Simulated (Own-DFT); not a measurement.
# Which defects push the lattice out? C11b WSi2

Everything here is calculated. The program is Own-DFT (plane waves, in-house, since retired, never reviewed by a person); positions were held fixed, and spin and spin-orbit coupling were off.

All runs used: PBE; PseudoDojo norm-conserving scalar-relativistic files; cutoff 50 hartree; 5 x 5 x 5 k mesh centred on Gamma; cold (Marzari-Vanderbilt) smearing of 0.2 eV.

Limits: forces on such cells failed a check on a denser k mesh; stress not checked against mesh or cutoff.

All runs share one cell, with vectors in Å (-2.148, -5.953, 3.409); (-6.444, 2.976, 1.136); (-2.553, -2.948, -6.757) and a volume of 403.2 Å³. The atoms are randomly displaced, by u rms on each axis. The defect's site can differ from row to row.

```
              cell  formula   u (Å)  P (GPa)
         no defect  Si20W10  0.0182     4.35
         no defect  Si20W10  0.0492     6.16
         no defect  Si20W10  0.0504     5.81
one W on a Si site  Si19W11  0.0287    10.00
one W on a Si site  Si19W11  0.0459    10.95
one W on a Si site  Si19W11  0.0484    10.53
     one W vacancy   Si20W9  0.0317     3.99
     one W vacancy   Si20W9  0.0494     4.35
     one W vacancy   Si20W9  0.0526     5.90
one Si on a W site   Si21W9  0.0308     6.14
one Si on a W site   Si21W9  0.0511     7.65
one Si on a W site   Si21W9  0.0517     7.42
    one Si vacancy  Si19W10  0.0273        ?
    one Si vacancy  Si19W10  0.0284     3.53
    one Si vacancy  Si19W10  0.0530     4.87
    one Si vacancy  Si19W10  0.0557     5.24
```

## Working it out

P = P0 + c u² + a shift for each defect gives P0 = 4.15 GPa, c = 735 ± 111 GPa/Å² and a scatter of 0.37 GPa. The shifts, and each times the cell's volume:

- one W on a Si site: 5.06 ± 0.30 GPa, 12.7 eV
- one Si on a W site: 1.40 ± 0.31 GPa, 3.5 eV
- one W vacancy: -0.92 ± 0.31 GPa, -2.3 eV
- one Si vacancy: -1.25 ± 0.31 GPa, -3.1 eV

A positive shift means that the defect pushes the cell outwards. Shift times volume (160.2 GPa Å³ is 1 eV) depends little on the cell's size, so, taken for each site, it can be compared between cells at like pressure. The atoms around the defects weren't relaxed, which would change these numbers.

## Test on the hidden row

Asked: what pressure belongs in the blank (one Si vacancy, u = 0.0273 Å)?

Estimate: 3.45 ± 0.46 GPa. The calculation gave 3.18 GPa.
